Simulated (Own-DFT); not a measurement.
# Point defects and the pressure they add: wurtzite GaN

Source: density functional calculations with Own-DFT, an unreviewed in-house program that is no longer used. Nothing was measured or relaxed, and spin and spin-orbit coupling are left out.

All runs used: PBE; PseudoDojo norm-conserving scalar-relativistic files; cutoff 42 hartree; 4 x 4 x 3 k mesh centred on Gamma; Fermi-Dirac smearing of 0.1 eV.

Keep in mind (not all hold for every row): some atoms lie very close together; not probed for a lower state with spin; forces not confirmed at this smearing and k mesh; stress not checked against mesh or cutoff.

All runs share one cell, with vectors in Å (9.567, 0.000, 0.000); (-4.784, 8.285, 0.000); (0.000, 0.000, 10.370) and a volume of 822.0 Å³. Atoms were moved at random from their sites; u is the rms move along one axis. The defect's site can differ from row to row.

| cell | formula | u (Å) | P (GPa) |
|---|---|---|---|
| no defect | Ga36N36 | 0.0192 | 5.88 |
| no defect | Ga36N36 | 0.0205 | 5.90 |
| no defect | Ga36N36 | 0.0512 | 7.39 |
| one N on a Ga site | Ga35N37 | 0.0299 | 5.56 |
| one N on a Ga site | Ga35N37 | 0.0469 | 6.73 |
| one N on a Ga site | Ga35N37 | 0.0503 | 6.68 |
| one Ga on an N site | Ga37N35 | 0.0283 | 11.79 |
| one Ga on an N site | Ga37N35 | 0.0301 | 11.95 |
| one Ga on an N site | Ga37N35 | 0.0498 | 13.41 |
| one Ga on an N site | Ga37N35 | 0.0504 | ? |

## Worked fit

P = P0 + c u² + a shift for each defect gives P0 = 5.52 GPa, c = 763 ± 64 GPa/Å² and a scatter of 0.16 GPa. The shifts, and each times the cell's volume:

- one Ga on an N site: 5.79 ± 0.13 GPa, 29.7 eV
- one N on a Ga site: -0.63 ± 0.14 GPa, -3.2 eV

Against the defect-free cell, a freed cell would be larger where the shift is positive and smaller where it is negative (160.2 GPa Å³ is 1 eV). The atoms around the defects weren't relaxed, which would change these numbers.

## Check

Question: what pressure belongs in the blank (one Ga on an N site, u = 0.0504 Å)?

Estimate: 13.25 ± 0.20 GPa. The calculation gave 14.21 GPa. The miss is larger than the scatter suggests: chance, or a term that the fit lacks.
